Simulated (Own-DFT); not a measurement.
# Strain and stress in wurtzite GaN, 72 atoms (Ga36N36)

All numbers below are calculated, not measured. The program, named Own-DFT, is a retired in-house plane-wave density functional code that no person has reviewed. Each row is one single-point run on a periodic cell that was not relaxed, without spin or spin-orbit coupling.

Settings of every run: PBE; PseudoDojo norm-conserving scalar-relativistic files (stringent for Ga); cutoff 96 hartree; 4 x 4 x 3 k mesh centred on Gamma; Gaussian smearing of 0.01 eV.

Known limits: forces not confirmed at this smearing and k mesh; stress not checked against mesh or cutoff.

Unstrained cell vectors in Å: (9.567, 0.000, 0.000); (-4.784, 8.285, 0.000); (0.000, 0.000, 10.370). The unstrained cell has measured lattice constants (interpolated for alloys), not those of this functional. That, the random moves and any unrelaxed bonds set the pressure at no strain. Each run strains this cell uniformly, with the atoms carried along. Every atom was also moved at random, by a Gaussian of width 0.05 Å on each axis. Strain is the symmetric tensor, in per cent. Stress is positive in tension, and the pressure is minus a third of its trace.

```
run,e_xx (%),e_yy (%),e_zz (%),s_xx (GPa),s_yy (GPa),s_zz (GPa),P (GPa),E (meV/atom)
1,2.00,2.00,0.00,2.83,2.09,-3.40,-0.50,0.0
2,-2.50,-2.50,0.00,-20.22,-23.41,-10.98,18.20,56.6
3,0.75,0.75,0.00,-4.15,-3.16,-6.06,4.46,20.8
4,-1.75,-1.75,0.00,-16.96,-17.79,-9.95,14.90,45.9
5,-1.00,-1.00,0.00,-11.25,-13.65,-9.19,11.36,25.3
6,3.00,3.00,0.00,6.51,7.07,-4.47,-3.04,13.8
7,-1.25,-1.25,0.00,-13.17,-14.88,-9.10,12.38,35.9
8,-0.75,-0.75,0.00,-9.44,-12.12,-9.93,10.50,34.3
9,-0.50,-0.50,0.00,?,?,?,?,?
```

E is the free energy for each atom above the lowest run shown.

## Worked fit

The change of volume is close to e_xx + e_yy + e_zz. A straight line through the runs shown gives P = 7.87 - 194 x (fractional change of volume) GPa, with an error of 6 on the slope and a scatter of 0.62 GPa. The strain isn't the same on all axes and the cell isn't cubic, so the slope belongs to this path and is not the bulk modulus.

## Withheld run

Question: what pressure should run 9 give? Its volume changes by -1.00 %.

The line gives 9.8 GPa. The calculation gave 9.63 GPa.
